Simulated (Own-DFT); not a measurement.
# Computed records: GaN (wurtzite, strained, atoms displaced)

Computed with Own-DFT development build. A calculation, not a measurement: plane-wave PBE density functional theory by an unreviewed code, no spin, of a simulated periodic cell, stress positive in tension, free energy of the whole cell less one offset for each atom, forces on such cells passed a denser k mesh, this cell's mesh not checked; offsets are fitted by least squares, one for each functional and potential file, so energies compare only between cells with the same atoms and settings and are not formation energies; the far tail of each file's local potential was reset to the Coulomb form; each entry is a single point on an unrelaxed cell, so the pressure reflects the starting lattice, mostly measured values (interpolated for alloys), from which strain is counted, and rises with the displacements; printed positions are rounded, which can move forces by about a meV/angstrom; the program, named Own-DFT, is a retired in-house code; no spin-orbit coupling.

Common to all runs: functional PBE; potential files PseudoDojo norm-conserving, scalar-relativistic, standard set with the stringent files for Ga; wave cutoff 96 hartree; occupations Gaussian; smearing width 0.01 eV; k mesh 3 x 4 x 3 centred on Gamma.

(1) 
```cif
# cell vector a (Å): 12.8585 0.2386 -0.1502
# cell vector b (Å): -4.6670 8.0888 0.1035
# cell vector c (Å): -0.1221 0.0590 10.3354
data_GaN
_symmetry_space_group_name_H-M 'P 1'
_symmetry_Int_Tables_number 1
_cell_length_a 12.8616
_cell_length_b 9.3392
_cell_length_c 10.3363
_cell_angle_alpha 88.743
_cell_angle_beta 91.340
_cell_angle_gamma 118.925
_cell_volume 1086.30
loop_
_atom_site_label
_atom_site_type_symbol
_atom_site_fract_x
_atom_site_fract_y
_atom_site_fract_z
_atom_site_occupancy
Ga1 Ga 0.08562 0.22106 0.00784 1
Ga2 Ga 0.16455 0.11199 0.24697 1
N1 N 0.07925 0.21605 0.18646 1
N2 N 0.16204 0.11160 0.43414 1
Ga3 Ga 0.08140 0.22678 0.50323 1
Ga4 Ga 0.16496 0.12321 0.74394 1
N3 N 0.08085 0.22306 0.68831 1
N4 N 0.16553 0.11306 0.94067 1
Ga5 Ga 0.07728 0.55571 0.99432 1
Ga6 Ga 0.16530 0.44457 0.25270 1
N5 N 0.07869 0.55040 0.18931 1
N6 N 0.15788 0.44456 0.43304 1
Ga7 Ga 0.07979 0.54750 0.49744 1
Ga8 Ga 0.16340 0.44090 0.75252 1
N7 N 0.08443 0.56231 0.69192 1
N8 N 0.16783 0.44849 0.92942 1
Ga9 Ga 0.08631 0.89989 0.99740 1
Ga10 Ga 0.17006 0.76994 0.25414 1
N9 N 0.08287 0.89409 0.18707 1
N10 N 0.16988 0.79004 0.44259 1
Ga11 Ga 0.08158 0.89401 0.49963 1
Ga12 Ga 0.16931 0.78414 0.74804 1
N11 N 0.08399 0.89497 0.69068 1
N12 N 0.16999 0.77309 0.93852 1
Ga13 Ga 0.33507 0.23171 0.00094 1
Ga14 Ga 0.42438 0.11307 0.24437 1
N13 N 0.33576 0.22967 0.17875 1
N14 N 0.41510 0.11509 0.44319 1
Ga15 Ga 0.33111 0.22897 0.49801 1
Ga16 Ga 0.41024 0.10467 0.75146 1
N15 N 0.33429 0.22926 0.69211 1
N16 N 0.41548 0.11081 0.93815 1
Ga17 Ga 0.34539 0.55435 0.01022 1
Ga18 Ga 0.41919 0.44656 0.24636 1
N17 N 0.33243 0.55728 0.18681 1
N18 N 0.41176 0.44064 0.44541 1
Ga19 Ga 0.34152 0.56312 0.49519 1
Ga20 Ga 0.41443 0.44548 0.75142 1
N19 N 0.33003 0.54603 0.69077 1
N20 N 0.41901 0.43658 0.93744 1
Ga21 Ga 0.33382 0.89100 0.99847 1
Ga22 Ga 0.41621 0.77297 0.25091 1
N21 N 0.34016 0.90359 0.18712 1
N22 N 0.40795 0.76667 0.43641 1
Ga23 Ga 0.33561 0.89255 0.49878 1
Ga24 Ga 0.41261 0.76910 0.74634 1
N23 N 0.33392 0.89025 0.69051 1
N24 N 0.42286 0.77210 0.93444 1
Ga25 Ga 0.58136 0.22322 0.00071 1
Ga26 Ga 0.67153 0.11937 0.25078 1
N25 N 0.58152 0.22651 0.18592 1
N26 N 0.66646 0.11630 0.43768 1
Ga27 Ga 0.58273 0.22640 0.50381 1
Ga28 Ga 0.66366 0.11523 0.75395 1
N27 N 0.58923 0.22331 0.69435 1
N28 N 0.66168 0.11115 0.93446 1
Ga29 Ga 0.58322 0.55754 0.00673 1
Ga30 Ga 0.66584 0.44218 0.25607 1
N29 N 0.57777 0.55806 0.19107 1
N30 N 0.66687 0.44210 0.43881 1
Ga31 Ga 0.58689 0.56200 0.49804 1
Ga32 Ga 0.66020 0.44339 0.75238 1
N31 N 0.57775 0.55657 0.69331 1
N32 N 0.66466 0.44794 0.93463 1
Ga33 Ga 0.58120 0.88938 0.00505 1
Ga34 Ga 0.67145 0.78049 0.24022 1
N33 N 0.58395 0.89306 0.17987 1
N34 N 0.66478 0.77865 0.44181 1
Ga35 Ga 0.58585 0.88515 0.49579 1
Ga36 Ga 0.66503 0.76567 0.75057 1
N35 N 0.57460 0.88459 0.68997 1
N36 N 0.66596 0.78111 0.93472 1
Ga37 Ga 0.83719 0.21913 0.99555 1
Ga38 Ga 0.91095 0.11271 0.24124 1
N37 N 0.83827 0.22662 0.18974 1
N38 N 0.91742 0.11007 0.43703 1
Ga39 Ga 0.83623 0.22571 0.50083 1
Ga40 Ga 0.91799 0.11867 0.75164 1
N39 N 0.83212 0.22020 0.69343 1
N40 N 0.92241 0.11833 0.94377 1
Ga41 Ga 0.83074 0.55216 0.00017 1
Ga42 Ga 0.91063 0.44034 0.25076 1
N41 N 0.83200 0.55419 0.19120 1
N42 N 0.91864 0.44297 0.43614 1
Ga43 Ga 0.83844 0.56063 0.49991 1
Ga44 Ga 0.91555 0.44935 0.73510 1
N43 N 0.83664 0.55701 0.68936 1
N44 N 0.92126 0.44793 0.93959 1
Ga45 Ga 0.83206 0.88608 0.99875 1
Ga46 Ga 0.91093 0.77372 0.24923 1
N45 N 0.83301 0.89650 0.18405 1
N46 N 0.91588 0.77750 0.44321 1
Ga47 Ga 0.83143 0.88049 0.49894 1
Ga48 Ga 0.92101 0.77980 0.75238 1
N47 N 0.83736 0.89312 0.69236 1
N48 N 0.91762 0.77626 0.94134 1
_calc_stress_yy ?
```

(2) 
```cif
# cell vector a (Å): 12.9681 -0.0381 -0.2397
# cell vector b (Å): -4.8878 8.4005 -0.0230
# cell vector c (Å): -0.1949 -0.1413 10.5715
data_GaN
_symmetry_space_group_name_H-M 'P 1'
_symmetry_Int_Tables_number 1
_cell_length_a 12.9704
_cell_length_b 9.7190
_cell_length_c 10.5742
_cell_angle_alpha 90.266
_cell_angle_beta 92.113
_cell_angle_gamma 120.352
_cell_volume 1149.07
loop_
_atom_site_label
_atom_site_type_symbol
_atom_site_fract_x
_atom_site_fract_y
_atom_site_fract_z
_atom_site_occupancy
Ga1 Ga 0.08974 0.23065 0.99967 1
Ga2 Ga 0.16603 0.10640 0.26006 1
N1 N 0.08231 0.22238 0.19110 1
N2 N 0.16344 0.10957 0.44119 1
Ga3 Ga 0.08513 0.22212 0.50512 1
Ga4 Ga 0.16222 0.11266 0.74870 1
N3 N 0.08309 0.22323 0.69136 1
N4 N 0.16580 0.11361 0.94188 1
Ga5 Ga 0.08190 0.55335 0.99628 1
Ga6 Ga 0.17291 0.44066 0.24064 1
N5 N 0.07829 0.55400 0.19388 1
N6 N 0.16329 0.43118 0.42889 1
Ga7 Ga 0.08770 0.56596 0.49542 1
Ga8 Ga 0.17112 0.44108 0.74943 1
N7 N 0.09449 0.56246 0.69173 1
N8 N 0.17148 0.44927 0.93984 1
Ga9 Ga 0.08750 0.89495 0.00518 1
Ga10 Ga 0.16852 0.77778 0.24228 1
N9 N 0.07702 0.88349 0.18444 1
N10 N 0.16810 0.77498 0.43346 1
Ga11 Ga 0.09015 0.88827 0.50540 1
Ga12 Ga 0.17472 0.78381 0.74925 1
N11 N 0.09090 0.88428 0.69149 1
N12 N 0.16867 0.77365 0.94055 1
Ga13 Ga 0.33881 0.22941 0.00182 1
Ga14 Ga 0.41776 0.10810 0.25049 1
N13 N 0.33065 0.22436 0.18944 1
N14 N 0.41299 0.11720 0.44119 1
Ga15 Ga 0.32452 0.21798 0.49720 1
Ga16 Ga 0.41509 0.11005 0.74279 1
N15 N 0.33712 0.22038 0.69309 1
N16 N 0.40627 0.10457 0.94391 1
Ga17 Ga 0.33271 0.56484 0.00309 1
Ga18 Ga 0.41659 0.44351 0.24448 1
N17 N 0.33095 0.54932 0.18232 1
N18 N 0.41805 0.43793 0.44212 1
Ga19 Ga 0.34015 0.56363 0.49650 1
Ga20 Ga 0.42015 0.44018 0.74902 1
N19 N 0.33485 0.56345 0.69164 1
N20 N 0.42379 0.45209 0.94052 1
Ga21 Ga 0.33079 0.88802 0.99893 1
Ga22 Ga 0.41805 0.78213 0.25226 1
N21 N 0.33800 0.88643 0.18801 1
N22 N 0.41179 0.79358 0.43665 1
Ga23 Ga 0.33045 0.88134 0.49926 1
Ga24 Ga 0.41183 0.77840 0.74965 1
N23 N 0.32986 0.87877 0.68557 1
N24 N 0.41485 0.78169 0.93268 1
Ga25 Ga 0.57799 0.22464 0.99972 1
Ga26 Ga 0.66592 0.10199 0.24706 1
N25 N 0.57718 0.22542 0.18794 1
N26 N 0.66259 0.10141 0.43326 1
Ga27 Ga 0.58217 0.22558 0.48855 1
Ga28 Ga 0.67103 0.11884 0.75495 1
N27 N 0.58926 0.22280 0.68977 1
N28 N 0.66633 0.11305 0.93072 1
Ga29 Ga 0.58883 0.55988 0.99823 1
Ga30 Ga 0.66018 0.43884 0.24938 1
N29 N 0.58581 0.55955 0.18444 1
N30 N 0.66709 0.45047 0.42984 1
Ga31 Ga 0.58693 0.55191 0.50076 1
Ga32 Ga 0.66818 0.44030 0.74844 1
N31 N 0.58339 0.56156 0.69199 1
N32 N 0.65808 0.44056 0.93122 1
Ga33 Ga 0.58362 0.89094 0.99633 1
Ga34 Ga 0.66389 0.78130 0.24299 1
N33 N 0.57944 0.88128 0.17986 1
N34 N 0.66537 0.77234 0.44074 1
Ga35 Ga 0.58041 0.89031 0.50077 1
Ga36 Ga 0.66567 0.78437 0.74409 1
N35 N 0.58153 0.89032 0.69038 1
N36 N 0.67218 0.78666 0.94291 1
Ga37 Ga 0.83293 0.21816 0.99373 1
Ga38 Ga 0.91170 0.10512 0.24233 1
N37 N 0.83751 0.22637 0.18897 1
N38 N 0.90807 0.10119 0.44274 1
Ga39 Ga 0.83327 0.23113 0.50340 1
Ga40 Ga 0.91856 0.12258 0.74627 1
N39 N 0.83307 0.21886 0.68759 1
N40 N 0.91182 0.10181 0.93096 1
Ga41 Ga 0.83304 0.55791 0.00566 1
Ga42 Ga 0.92071 0.44783 0.24914 1
N41 N 0.82767 0.55350 0.18982 1
N42 N 0.91254 0.45100 0.44597 1
Ga43 Ga 0.83298 0.55341 0.49745 1
Ga44 Ga 0.92162 0.45900 0.74513 1
N43 N 0.83935 0.56091 0.68708 1
N44 N 0.91806 0.44026 0.94372 1
Ga45 Ga 0.83835 0.88622 0.99749 1
Ga46 Ga 0.91224 0.77698 0.25080 1
N45 N 0.83360 0.88585 0.18694 1
N46 N 0.91219 0.77095 0.43524 1
Ga47 Ga 0.83703 0.89062 0.50564 1
Ga48 Ga 0.91401 0.77129 0.75277 1
N47 N 0.83009 0.89159 0.68372 1
N48 N 0.91624 0.77201 0.94099 1
_calc_stress_xx ?
```

## Withheld values
1. Estimate the stress yy of GaN (wurtzite, strained, atoms displaced) (entry 1).
2. Estimate the stress xx of GaN (wurtzite, strained, atoms displaced) (entry 2).

Calculated values
1. -13.23 GPa
2. 2.08 GPa

Further results for GaN (wurtzite, strained, atoms displaced) (entry 1):

- free energy of cell above offsets: -3.968 eV
- pressure: 8.99 GPa
- stress xx: -4.88 GPa
- stress zz: -8.85 GPa
- stress yz: 1.22 GPa
- stress xz: -2.37 GPa
- stress xy: 6.05 GPa

Force:
```csv
element,x (eV/Å),y (eV/Å),z (eV/Å)
Ga,-0.42,1.285,-1.741
Ga,1.099,-0.027,0.294
N,-0.748,1.103,1.126
N,0.402,1.096,0.639
Ga,0.089,-0.749,-1.062
Ga,2.068,-1.154,1.426
N,-1.434,0.476,-0.535
N,0.689,1.274,-1.204
Ga,1.884,-0.162,0.767
Ga,0.041,-0.708,-1.238
N,-0.246,0.363,-0.319
N,2.311,0.079,0.837
Ga,-0.437,2.213,1.008
Ga,0.341,1.003,-0.803
N,-0.253,-0.849,-1.313
N,0.676,-0.366,2.921
Ga,0.635,-2.111,0.585
Ga,-1.056,1.392,-0.563
N,0.136,-1.455,0.32
N,0.281,-1.38,-0.349
Ga,0.422,-0.202,0.284
Ga,0.238,-0.112,0.433
N,-0.201,0.132,-0.366
N,-0.847,1.615,-0.14
Ga,0.013,-2.8,-1.01
Ga,-1.728,1.071,1.429
N,-0.109,-0.618,2.409
N,0.743,0.529,-0.963
Ga,-0.124,-2.236,0.878
Ga,0.725,1.214,0.032
N,-0.362,-1.215,-0.793
N,0.071,0.558,0.129
Ga,-2.059,0.037,-2.819
Ga,-0.685,-0.725,1.329
N,-0.299,-0.577,1.432
N,1.57,1.85,-2.052
Ga,-1.826,-2.87,2.066
Ga,0.794,-0.071,0.289
N,-1.437,0.715,-1.371
N,0.132,2.437,0.042
Ga,0.555,-1.069,-0.166
Ga,-0.15,1.447,-0.66
N,-0.051,-2.781,0.054
N,0.881,3.297,-0.695
Ga,-0.553,-0.257,0.509
Ga,0.321,0.306,0.652
N,-0.3,-0.678,-0.732
N,-1.101,0.334,0.827
Ga,-0.078,-0.1,-0.891
Ga,-0.012,-0.581,-0.385
N,1.028,0.269,0.267
N,0.418,-0.325,0.075
Ga,-0.12,-1.127,0.47
Ga,2.089,-1.875,-0.489
N,-3.012,0.757,-1.388
N,1.158,0.509,1.688
Ga,0.121,-0.041,-1.423
Ga,-0.079,0.509,-0.91
N,1.385,-0.028,0.182
N,0.029,1.355,0.542
Ga,-0.566,-1.667,0.822
Ga,1.109,0.22,-0.582
N,0.498,-1.267,-1.648
N,0.461,0.127,1.417
Ga,0.125,0.17,-2.845
Ga,-0.862,0.526,1.087
N,-0.074,-0.038,3.096
N,1.417,0.058,-1.796
Ga,-1.955,1.162,1.484
Ga,-0.524,2.913,0.02
N,1.284,0.312,-0.914
N,0.559,-0.21,1.211
Ga,-1.756,0.818,0.147
Ga,2.672,-0.011,1.999
N,-2.616,-0.14,-1.219
N,-0.452,-0.248,-0.173
Ga,-0.221,-1.446,0.268
Ga,0.765,-0.99,0.527
N,-0.972,0.462,-0.996
N,0.428,-1.258,-0.793
Ga,0.358,-0.189,-0.382
Ga,1.556,0.969,-0.149
N,-1.374,-0.219,-0.312
N,-0.867,0.558,0.473
Ga,-0.369,-1.27,0.376
Ga,2.046,-0.84,2.368
N,-2.614,0.664,-0.726
N,-1.781,-0.875,-0.932
Ga,-0.054,0.321,-1.015
Ga,1.298,1.327,0.039
N,0.101,-1.521,0.399
N,0.374,0.19,-1.374
Ga,-0.682,1.637,0.97
Ga,-0.118,0.161,0.103
N,-0.813,-0.692,-0.441
N,0.009,0.309,-0.071
```

Further results for GaN (wurtzite, strained, atoms displaced) (entry 2):

* free energy of cell above offsets: -5.926 eV
* pressure: -1.82 GPa
* stress yy: 0.54 GPa
* stress zz: 2.82 GPa
* stress yz: -2.2 GPa
* stress xz: -3.23 GPa
* stress xy: 0.02 GPa

Force:
```csv
element,x (eV/Å),y (eV/Å),z (eV/Å)
Ga,-0.626,-1.025,0.33
Ga,-0.521,0.337,-1.773
N,0.259,-1.064,-0.727
N,-0.304,-0.917,0.418
Ga,-1.325,-0.175,-1.047
Ga,1.417,-0.6,1.009
N,0.135,-0.149,-0.511
N,0.276,0.033,-0.672
Ga,0.366,0.251,0.718
Ga,-1.659,0.169,1.208
N,1.624,0.224,-1.116
N,0.023,1.624,0.949
Ga,0.531,-1.883,0.58
Ga,-0.314,1.291,0.281
N,-0.986,-0.795,-0.713
N,-0.79,-0.535,-0.361
Ga,0.094,-0.374,-1.083
Ga,-0.273,-0.002,0.396
N,0.685,0.47,1.277
N,-0.681,0.886,-0.227
Ga,-1.091,-0.662,-0.657
Ga,-0.121,-0.951,1.123
N,-1.829,0.819,-0.273
N,-1.189,0.258,-0.211
Ga,-0.838,0.027,-0.124
Ga,-1.039,0.397,0.155
N,0.42,-1.052,0.221
N,0.311,-1.09,-0.409
Ga,1.511,0.979,0.878
Ga,1.092,-0.482,0.925
N,-1.647,-0.06,-1.039
N,0.987,0.565,-1.143
Ga,1.586,-0.01,-1.228
Ga,0.583,0.392,0.722
N,0.374,1.335,1.107
N,-0.906,0.892,-0.73
Ga,-0.502,-0.926,0.371
Ga,-0.617,1.16,0.583
N,0.796,-1.576,-1
N,-1.181,-0.485,-0.283
Ga,0.79,0.107,0.278
Ga,0.393,-0.822,-0.438
N,-1.219,0.226,-0.233
N,2.906,-2.19,-0.69
Ga,-1.514,2.035,0.656
Ga,1.465,0.256,0.216
N,-0.08,1.834,-0.382
N,0.143,-0.013,0.946
Ga,0.399,-0.417,-0.357
Ga,-0.144,1.137,-0.128
N,1.245,-1.191,-0.284
N,-0.444,1.347,0.083
Ga,0.506,-0.286,0.948
Ga,0.225,-0.904,-1.471
N,-1.167,-0.165,-1.154
N,-0.604,0.012,2.121
Ga,-0.448,0.642,-0.095
Ga,0.358,1.388,-0.593
N,-0.434,-0.547,0.294
N,0.463,-1.078,1.286
Ga,-0.872,0.729,0.24
Ga,-0.573,0.968,-0.076
N,1.018,-0.88,-0.691
N,1.349,0.25,0.832
Ga,0.109,-0.075,-0.806
Ga,1.288,-0.689,1.207
N,-0.65,0.722,0.669
N,-0.824,0.448,-0.636
Ga,0.978,-0.441,0.423
Ga,0.454,-0.101,0.976
N,-0.608,0.372,-0.403
N,-0.402,-0.703,-0.894
Ga,0.242,0.073,0.592
Ga,0.669,0.735,1.383
N,-0.912,-0.826,-0.504
N,0.517,1.667,-0.644
Ga,0.577,-1.239,-0.682
Ga,0.498,-1.611,0.437
N,-0.942,1.637,0.03
N,0.585,1.226,0.692
Ga,0.139,-1.024,-0.41
Ga,-1.189,-0.27,0.529
N,0.418,-0.328,0.016
N,1.755,-0.806,-1.121
Ga,-0.969,1.078,0.15
Ga,1.528,-1.289,0.851
N,-1.244,-0.817,-0.393
N,-1.122,0.351,-1.149
Ga,-0.546,0.365,0.115
Ga,0.474,-0.359,0.218
N,-0.668,0.104,-0.418
N,0.721,0.947,0.83
Ga,-0.48,-0.721,-1.215
Ga,-0.192,1.643,-0.058
N,1.126,-0.154,1.471
N,0.276,0.355,-0.496
```
